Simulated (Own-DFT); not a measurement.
# Computed records: GaP (zincblende, strained, atoms displaced)

A calculation, not a measurement: plane-wave PBE density functional theory by an unreviewed code, no spin, of a simulated periodic cell, stress positive in tension, free energy of the whole cell less one offset for each atom, forces on such cells passed a denser k mesh, this cell's mesh not checked; offsets are fitted by least squares, one for each functional and potential file, so energies compare only between cells with the same atoms and settings and are not formation energies; the far tail of each file's local potential was reset to the Coulomb form; each entry is a single point on an unrelaxed cell, so the pressure reflects the starting lattice, mostly measured values (interpolated for alloys), from which strain is counted, and rises with the displacements; printed positions are rounded, which can move forces by about a meV/angstrom; the program, named Own-DFT, is a retired in-house code; no spin-orbit coupling. Program: Own-DFT development build.

Common to all runs: functional PBE; potential files PseudoDojo norm-conserving, scalar-relativistic, standard set; wave cutoff 42 hartree; occupations Fermi-Dirac; smearing width 0.1 eV; hardware one NVIDIA H100; k mesh 3 x 3 x 3 centred on Gamma.

(1) GaP (zincblende, strained, atoms displaced)

```
cell vectors (Å)
  10.8620     0.0000     0.0000
   0.0000    10.8620     0.0000
   0.0000     0.0000    10.9361
atoms (fractions of the cell vectors)
Ga  0.99629  0.99338  0.00070
Ga  0.99913  0.23288  0.25130
Ga  0.24936  0.99148  0.23678
Ga  0.24321  0.25528  0.00131
P   0.11933  0.11869  0.12763
P   0.12849  0.38618  0.37905
P   0.37846  0.12626  0.37413
P   0.37215  0.37396  0.12021
Ga  0.00481  0.99306  0.50823
Ga  0.00230  0.25307  0.76183
Ga  0.25748  0.99480  0.75836
Ga  0.24596  0.24182  0.51127
P   0.13613  0.11607  0.62029
P   0.12514  0.38305  0.88776
P   0.36916  0.12075  0.86962
P   0.37733  0.37490  0.62004
Ga  0.00718  0.50890  0.99885
Ga  0.00764  0.75496  0.25887
Ga  0.23999  0.49528  0.25153
Ga  0.25318  0.75304  0.99619
P   0.12893  0.61024  0.12003
P   0.12485  0.85988  0.38809
P   0.36973  0.61173  0.38796
P   0.38399  0.87628  0.11700
Ga  0.00913  0.50055  0.51090
Ga  0.98440  0.74987  0.72936
Ga  0.25001  0.50225  0.75390
Ga  0.25106  0.74675  0.49418
P   0.12009  0.63057  0.61318
P   0.12236  0.88142  0.87433
P   0.38356  0.63139  0.87659
P   0.37643  0.88029  0.62849
Ga  0.49619  0.99671  0.01127
Ga  0.50064  0.24911  0.24924
Ga  0.76159  0.00029  0.23486
Ga  0.74428  0.24552  0.99877
P   0.61862  0.12776  0.11654
P   0.62657  0.36327  0.37991
P   0.88727  0.12820  0.37233
P   0.87472  0.37163  0.13699
Ga  0.49547  0.99748  0.50400
Ga  0.50816  0.24776  0.75347
Ga  0.75539  0.00633  0.76262
Ga  0.75377  0.24959  0.50242
P   0.62205  0.11812  0.62318
P   0.63739  0.36560  0.86558
P   0.87108  0.12712  0.87819
P   0.87270  0.36536  0.62858
Ga  0.49361  0.50262  0.98194
Ga  0.50160  0.75245  0.25111
Ga  0.75910  0.50372  0.24833
Ga  0.75040  0.75708  0.00302
P   0.62242  0.63055  0.12410
P   0.63269  0.86988  0.37501
P   0.87559  0.62393  0.36804
P   0.86093  0.86734  0.13118
Ga  0.49703  0.49600  0.51232
Ga  0.49607  0.73823  0.74989
Ga  0.74622  0.51789  0.74866
Ga  0.74340  0.75756  0.50057
P   0.61811  0.62620  0.62272
P   0.62115  0.86878  0.88011
P   0.87656  0.62464  0.86840
P   0.88942  0.87477  0.63042
```

* free energy of cell above offsets: -28.343 eV
* pressure: 4.87 GPa
* stress xx: -4.94 GPa
* stress yy: -5.25 GPa
* stress zz: -4.42 GPa
* stress yz: 0.4 GPa
* stress xz: -0.47 GPa
* stress xy: -0.53 GPa
* wall time: 578.2 s

Force:
```csv
element,x (eV/Å),y (eV/Å),z (eV/Å)
Ga,-0.637,0.207,0.433
Ga,1.352,2.826,-0.399
Ga,0.201,0.182,1.62
Ga,0.585,-1.322,0.203
P,0.539,0.037,-0.982
P,-0.918,-2.664,0.509
P,-0.933,-0.661,-0.16
P,0.493,0.444,0.429
Ga,0.193,0.852,-1.2
Ga,0.344,-0.313,-0.796
Ga,-0.941,-0.054,-0.963
Ga,1.081,1.52,-2.046
P,-1.453,-0.195,2.171
P,0.07,-0.565,-1.691
P,1.154,1.313,1.644
P,-0.9,-1.032,2.126
Ga,-2.339,-1.023,0.035
Ga,-0.867,-1.332,-1.325
Ga,1.786,0.063,-0.263
Ga,-0.607,-0.149,0.259
P,0.489,3.178,0.887
P,0.265,2.469,-1.622
P,0.722,0.861,-1.835
P,-1.797,-1.711,1.8
Ga,-2.078,-1.102,-1.392
Ga,3.226,-2.687,3.3
Ga,0.052,0.205,-0.656
Ga,1.326,-0.215,1.397
P,1.277,0.266,2.388
P,-0.238,-1.537,-0.369
P,-2.436,-0.295,-0.602
P,-0.359,-1.75,-0.088
Ga,0.926,1.285,-2.601
Ga,-0.165,0.284,-0.078
Ga,-1.819,1.833,2.11
Ga,0.897,0.878,0.757
P,0.599,-0.445,1.158
P,-0.067,1.702,-0.438
P,-1.957,-2.202,1.829
P,0.506,-0.401,-1.8
Ga,0.687,0.017,-1.103
Ga,-1.008,-0.337,-0.768
Ga,-1.233,-1.275,-1.259
Ga,-0.246,-1.01,-0.227
P,1.03,0.208,0.395
P,-0.815,1.852,0.483
P,1.325,0.106,0.765
P,0.675,1.61,0.432
Ga,1.822,-1.599,1.863
Ga,-0.382,-0.763,0.691
Ga,-1.74,-0.404,0.18
Ga,-0.625,-1.518,-0.909
P,0.115,-1.261,-0.412
P,-1.146,1.953,-0.741
P,0.452,0.486,1.872
P,3.454,-0.42,-0.836
Ga,0.97,-0.286,-1.681
Ga,0.727,2.028,-0.702
Ga,0.207,-1.929,-0.378
Ga,1.572,-1.122,0.398
P,0.756,0.362,-0.185
P,0.085,0.797,-0.694
P,0.192,0.943,1.031
P,-4.447,2.812,-1.961
```

(2) GaP (zincblende, strained, atoms displaced)

```
cell vectors (Å)
  10.8620     0.0000     0.0000
   0.0000    10.8620     0.0000
   0.0000     0.0000    10.9361
atoms (fractions of the cell vectors)
Ga  0.98962  0.00756  0.01474
Ga  0.00921  0.25771  0.24915
Ga  0.25510  0.00930  0.24362
Ga  0.24533  0.24623  0.00370
P   0.13565  0.11986  0.12957
P   0.12389  0.37006  0.36803
P   0.36562  0.12667  0.37299
P   0.37385  0.37212  0.12874
Ga  0.99885  0.01154  0.50696
Ga  0.98868  0.24576  0.75010
Ga  0.25215  0.00960  0.73801
Ga  0.24708  0.25135  0.49995
P   0.11723  0.13268  0.62888
P   0.11473  0.37611  0.87102
P   0.38464  0.12969  0.87090
P   0.38706  0.36148  0.61783
Ga  0.01473  0.49624  0.99468
Ga  0.00336  0.75584  0.24311
Ga  0.24555  0.50569  0.25172
Ga  0.26081  0.75082  0.01397
P   0.12957  0.63260  0.12969
P   0.12808  0.86570  0.38028
P   0.37559  0.63519  0.38464
P   0.38287  0.88530  0.12538
Ga  0.99517  0.50445  0.49875
Ga  0.00490  0.76321  0.74710
Ga  0.23922  0.50203  0.75056
Ga  0.26866  0.75058  0.50283
P   0.12056  0.62799  0.61722
P   0.13122  0.86894  0.87937
P   0.37662  0.63802  0.88041
P   0.36502  0.86971  0.62303
Ga  0.50361  0.99911  0.99564
Ga  0.48946  0.24898  0.25115
Ga  0.74345  0.98010  0.25722
Ga  0.75763  0.26111  0.99818
P   0.63312  0.11814  0.12870
P   0.62062  0.38669  0.37838
P   0.87095  0.13057  0.38830
P   0.87415  0.38132  0.11178
Ga  0.48853  0.00048  0.48990
Ga  0.51954  0.25403  0.75058
Ga  0.74080  0.98725  0.75338
Ga  0.76038  0.25232  0.48277
P   0.63290  0.12233  0.61929
P   0.61762  0.37736  0.87365
P   0.87722  0.12283  0.87498
P   0.86244  0.37206  0.62114
Ga  0.50944  0.50286  0.00996
Ga  0.49659  0.74291  0.25656
Ga  0.74729  0.49414  0.24882
Ga  0.76465  0.75362  0.00039
P   0.62876  0.63347  0.13327
P   0.62812  0.87214  0.37899
P   0.88294  0.62248  0.37358
P   0.87248  0.88751  0.12781
Ga  0.49762  0.50574  0.49841
Ga  0.51190  0.74515  0.74251
Ga  0.74061  0.48427  0.74898
Ga  0.75277  0.74462  0.49178
P   0.63297  0.63150  0.63080
P   0.62529  0.86948  0.87320
P   0.88253  0.62201  0.86666
P   0.87224  0.86959  0.61886
```

- free energy of cell above offsets: -29.859 eV
- pressure: 4.3 GPa
- stress xx: -4.27 GPa
- stress yy: -4.45 GPa
- stress zz: -4.19 GPa
- stress yz: -0.77 GPa
- stress xz: 0.47 GPa
- stress xy: 0.25 GPa
- wall time: 522.4 s

Force:
```csv
element,x (eV/Å),y (eV/Å),z (eV/Å)
Ga,1.866,0.133,-1.591
Ga,-1.794,-1.478,-1.057
Ga,0.05,-2.27,1.377
Ga,0.619,0.514,-1.138
P,-2.208,1.147,-0.82
P,0.639,1.739,1.69
P,0.444,0.203,0.38
P,-0.358,1.01,-0.576
Ga,0.001,-1.507,-0.416
Ga,-0.026,0.92,-0.167
Ga,-0.177,-0.483,1.504
Ga,-0.15,-0.043,0.129
P,0.915,0.111,-0.302
P,1.527,-1.661,-0.445
P,-0.627,-0.004,-0.061
P,-0.914,1.431,0.757
Ga,-1.32,1.882,0.877
Ga,-0.38,0.156,0.824
Ga,0.723,-0.26,0.398
Ga,-0.357,0.706,-0.683
P,-0.303,-0.845,-0.764
P,0.106,1.605,-0.343
P,0.232,-2.199,-1.631
P,0.006,-0.831,0.689
Ga,0.537,-1.13,0.455
Ga,-0.183,-0.9,0.001
Ga,1.194,0.175,-0.379
Ga,-3.407,-0.335,-0.157
P,0.797,0.092,0.43
P,-0.159,1.481,0.371
P,0.467,-1.663,-0.599
P,2.428,1.696,1.318
Ga,0.427,0.483,-0.076
Ga,1.512,-0.185,0.163
Ga,0.612,2.525,-0.127
Ga,-1.124,-1.666,-0.628
P,-0.462,0.9,-0.121
P,0.155,-1.534,-0.747
P,2.162,-2.295,-3.742
P,1.213,0.354,1.731
Ga,0.72,-0.14,1.12
Ga,-1.26,-1.607,-1.204
Ga,1.181,0.988,-1.021
Ga,-3.054,1.711,2.125
P,-0.408,0.013,-0.202
P,0.89,0.325,1.781
P,-1.124,-0.345,0.24
P,1.284,0.197,0.033
Ga,-1.072,0.449,-0.371
Ga,0.417,1.382,-0.552
Ga,0.591,0.684,-0.003
Ga,-0.537,-0.656,-0.523
P,0.523,-0.35,-0.664
P,-1.68,-0.835,0.593
P,-1.006,0.353,-1.363
P,0.249,-1.715,0.433
Ga,0.296,0.18,1.139
Ga,-1.794,1.027,1.033
Ga,0.887,1.699,0.087
Ga,0.337,-0.136,0.504
P,0.206,-1.664,-1.487
P,-0.23,-0.388,1.005
P,-0.275,-0.052,0.383
P,0.174,0.908,0.391
```

(3) GaP (zincblende, strained, atoms displaced)

```
cell vectors (Å)
  10.8620     0.0000     0.0000
   0.0000    10.8620     0.0000
   0.0000     0.0000    10.9361
atoms (fractions of the cell vectors)
Ga  0.00270  0.01274  0.99449
Ga  0.00795  0.24522  0.24225
Ga  0.25173  0.00304  0.23687
Ga  0.24957  0.25409  0.99824
P   0.12296  0.13549  0.11693
P   0.11966  0.36756  0.37456
P   0.37353  0.13817  0.37427
P   0.36349  0.36262  0.13181
Ga  0.00548  0.00741  0.50823
Ga  0.99927  0.24947  0.74957
Ga  0.25066  0.01051  0.74869
Ga  0.25771  0.24048  0.49594
P   0.12847  0.12650  0.62683
P   0.12030  0.37219  0.87192
P   0.37402  0.11500  0.87362
P   0.36513  0.38362  0.62092
Ga  0.00608  0.49061  0.00829
Ga  0.99994  0.74689  0.24233
Ga  0.24339  0.50145  0.25420
Ga  0.24693  0.73270  0.00198
P   0.11997  0.62743  0.13585
P   0.13205  0.87133  0.36935
P   0.37454  0.62664  0.37734
P   0.36945  0.88142  0.12458
Ga  0.99771  0.49583  0.50092
Ga  0.00380  0.74218  0.75150
Ga  0.25370  0.49458  0.74893
Ga  0.25630  0.75029  0.50068
P   0.13015  0.62771  0.62489
P   0.11763  0.87440  0.86909
P   0.37094  0.61781  0.88181
P   0.36757  0.87581  0.61735
Ga  0.50404  0.00570  0.99354
Ga  0.50289  0.26038  0.23477
Ga  0.75377  0.99418  0.25592
Ga  0.74639  0.24971  0.00401
P   0.61586  0.13658  0.11852
P   0.62653  0.36579  0.36461
P   0.86840  0.12775  0.37063
P   0.88252  0.38194  0.11542
Ga  0.50239  0.99502  0.50355
Ga  0.50501  0.24897  0.74827
Ga  0.74936  0.00345  0.74957
Ga  0.75218  0.24320  0.50369
P   0.63151  0.14072  0.63074
P   0.61581  0.37750  0.87592
P   0.86455  0.12456  0.87790
P   0.88044  0.37308  0.63716
Ga  0.49741  0.50681  0.99489
Ga  0.50458  0.74544  0.24601
Ga  0.74482  0.49957  0.24629
Ga  0.74496  0.73544  0.00337
P   0.62403  0.62119  0.13660
P   0.63557  0.86143  0.37996
P   0.86774  0.63047  0.36795
P   0.88025  0.87604  0.11500
Ga  0.50003  0.49429  0.49733
Ga  0.51204  0.73522  0.74816
Ga  0.74355  0.50551  0.73949
Ga  0.74090  0.75649  0.49658
P   0.61584  0.62851  0.61389
P   0.62474  0.87364  0.88186
P   0.86531  0.62831  0.87870
P   0.88354  0.86935  0.62141
```

- free energy of cell above offsets: -29.934 eV
- pressure: 4.37 GPa
- stress xx: -4.67 GPa
- stress yy: -4.24 GPa
- stress zz: -4.19 GPa
- stress yz: -0.93 GPa
- stress xz: 0.58 GPa
- stress xy: 0.95 GPa
- wall time: 520.2 s

Force:
```csv
element,x (eV/Å),y (eV/Å),z (eV/Å)
Ga,-0.315,-1.065,-0.128
Ga,-1.633,0.937,0.779
Ga,-0.77,0.78,1.562
Ga,0.124,-0.487,-1.03
P,0.764,-1.463,-0.102
P,0.448,0.312,0.457
P,1.93,-2.252,-1.625
P,0.09,2.682,-0.969
Ga,-0.403,-1.003,-1.545
Ga,-0.033,-0.976,0.756
Ga,-0.402,-1.982,-0.131
Ga,-1.589,1.72,1.049
P,-0.167,0.865,-0.027
P,0.806,0.385,0.145
P,0.264,1.922,0.003
P,1.477,-1.792,-0.242
Ga,0.564,2.026,-1.679
Ga,-0.981,1.651,1.316
Ga,0.379,-0.482,0.413
Ga,-0.475,2.051,0.123
P,0.859,-1.488,-1.564
P,-0.661,0.7,0.175
P,0.394,-0.574,-0.609
P,1.542,-1.382,-1.1
Ga,-0.081,0.551,-0.239
Ga,-0.788,0.22,0.008
Ga,-1.155,0.785,0.601
Ga,-0.947,-0.088,-0.679
P,-0.201,-0.785,-0.124
P,1.193,0.265,0.735
P,0.146,0.681,-1.567
P,1.295,0.236,1.789
Ga,-0.527,-0.823,0.771
Ga,-0.578,-0.864,1.576
Ga,-0.336,-0.122,-1.107
Ga,0.404,1.07,-0.629
P,1.071,-1.917,0.667
P,0.318,0.755,1.356
P,1.422,-0.181,0.383
P,-1.963,-1.811,1.94
Ga,0.127,0.81,-0.559
Ga,-1.799,0.835,0.534
Ga,0.201,-1.091,-0.235
Ga,0.675,1.476,-0.715
P,-0.699,-2.436,-0.514
P,0.997,0.189,-0.211
P,0.841,0.577,-0.395
P,-1.148,0.638,-1.618
Ga,0.168,-1.286,1.696
Ga,-1.314,1.174,0.851
Ga,1.408,-0.784,0.669
Ga,-0.032,1.647,0.546
P,-0.583,-0.174,-2.007
P,-3.002,3.071,-2.452
P,0.375,-0.72,0.815
P,-0.583,0.03,0.454
Ga,-0.245,-0.17,-0.867
Ga,-1.951,1.958,1.234
Ga,0.063,-0.217,0.963
Ga,3.011,-1.929,2.085
P,1.394,-1.134,-0.34
P,0.276,-0.549,-0.928
P,1.333,-1.441,-0.894
P,-1.002,0.47,0.378
```
